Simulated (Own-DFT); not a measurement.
# Response to strain: C40 NbSi2, 36 atoms (Nb12Si24)

These are calculations, not measurements. The program, named Own-DFT, is a retired in-house plane-wave density functional code that no person has reviewed. Each row is one single-point run on a periodic cell that was not relaxed, without spin or spin-orbit coupling.

Settings of every run: PBE; PseudoDojo norm-conserving scalar-relativistic files; cutoff 42 hartree; 4 x 4 x 5 k mesh centred on Gamma; cold (Marzari-Vanderbilt) smearing of 0.2 eV.

Known limits: forces on such cells failed a check on a denser k mesh; stress not checked against mesh or cutoff.

Unstrained cell vectors in Å: (0.000, 8.324, 0.000); (-9.613, 0.000, 0.000); (0.000, 0.000, 6.586). The unstrained cell was taken from the Materials Project. The random moves and any unrelaxed bonds add to the pressure at no strain. Each run strains this cell uniformly, with the atoms carried along. Every atom was also moved at random, by a Gaussian of width 0.05 Å on each axis. Strain is the symmetric tensor, in per cent. Stress is positive in tension, and the pressure is minus a third of its trace.

```
run  e_xx (%)  e_yy (%)  e_zz (%)  e_yz (%)  e_xz (%)  e_xy (%)  s_xx (GPa)  s_yy (GPa)  s_zz (GPa)  s_yz (GPa)  s_xz (GPa)  s_xy (GPa)  P (GPa)  E (meV/atom)
  1      1.29     -0.70     -1.78      0.34      0.03     -0.05        0.50       -4.66      -11.47        1.68       -0.01        0.03     5.21           6.1
  2     -0.95     -0.59     -0.32      1.34     -0.28      0.56       -7.65       -5.30       -7.26        5.26       -0.81        1.86     6.74          29.5
  3     -1.96     -0.46      0.57      0.48     -1.52     -1.10      -10.47       -4.91       -3.48        1.27       -4.49       -3.64     6.29          27.1
  4     -0.31      0.92      0.76      0.29     -0.35      0.92       -3.18        1.93        0.35        1.12       -1.43        2.75     0.30           5.9
  5     -1.50      1.81      0.44     -0.47     -0.31     -1.52       -6.28        2.76       -1.03       -0.50       -1.43       -4.80     1.52          10.6
  6      0.06      1.97      0.60     -0.53     -0.27      1.84       -0.93        4.27        0.53       -2.08       -0.15        4.80    -1.29          18.7
  7     -0.26     -0.52      1.96     -0.84     -0.62      0.17       -2.46       -2.51        4.87       -2.33       -1.30        0.50     0.03           0.0
  8      1.18      0.75     -1.32      1.51     -0.64     -0.50        0.36        0.60       -9.27        5.11       -1.90       -1.02     2.77          27.0
  9      1.71     -1.28      0.22     -1.24      1.51      1.88        1.38       -6.40       -2.70       -4.28        4.38        5.23     2.58          39.4
 10      0.40      0.12     -0.76     -1.62     -1.91     -0.68       -1.96       -1.96       -7.86       -4.99       -6.83       -2.20     3.92          27.2
 11      0.58     -0.53      0.59     -1.62     -1.62     -1.50       -1.26       -3.00       -1.74       -4.76       -4.55       -4.70     2.00          23.7
 12      0.65      1.81      0.95     -0.59     -1.93      0.09        2.31        4.74        2.07       -1.39       -5.70        0.19    -3.04          11.4
 13     -0.99      0.09     -1.07      1.50      1.82     -0.74       -6.56       -3.78      -10.28        4.97        5.76       -2.73     6.87          27.0
 14     -0.68      0.24     -1.57     -1.08     -0.26      1.13       -6.17       -3.36      -11.92       -3.94       -1.01        3.48     7.15          23.4
 15     -0.14      0.00     -1.57     -1.90      1.80      1.54       -4.33       -4.01      -11.86       -6.69        6.14        4.52     6.73          29.8
 16      1.90     -0.79      0.37      1.85      1.31     -1.72           ?           ?           ?           ?           ?           ?        ?             ?
```

E is the free energy for each atom above the lowest run shown.

## Worked fit

Each stress component was fitted by least squares to a constant and the strains of the runs shown, as fractions, with shears doubled. Shear strains stay in the fit of a normal stress only where such slopes are resolved. The slopes, in GPa:

| stress | at no strain | per e_xx | per e_yy | per e_zz | scatter |
|---|---|---|---|---|---|
| s_xx | -3.0 | 355 ± 15 | 97 ± 15 | 63 ± 14 | 0.56 |
| s_yy | -2.4 | 71 ± 14 | 339 ± 15 | 74 ± 13 | 0.55 |
| s_zz | -4.2 | 78 ± 12 | 86 ± 12 | 480 ± 11 | 0.44 |

Each shear stress against twice its own strain: yz 167 ± 6, xz 158 ± 8, xy 152 ± 5 GPa. These are stiffnesses along x, y and z of the frame in which the cell vectors are given, which need not be the crystal's axes. The atoms are held to the strained lattice; where symmetry lets them move under strain, relaxing them would lower some slopes. The table should be nearly symmetric about its diagonal, and what it lacks of that shows the noise. A ninth of its sum, 183 ± 7 GPa, estimates the bulk modulus near the mean pressure of these runs, 3.2 GPa, so it lies above the value at zero pressure.

## Withheld run

Question: what normal stresses and pressure should run 16 give?

The fit gives s_xx = 3.2, s_yy = -3.4, s_zz = -1.6 and P = 0.6 GPa. The calculation gave 3.05, -3.31, -1.76 and P = 0.67 GPa.
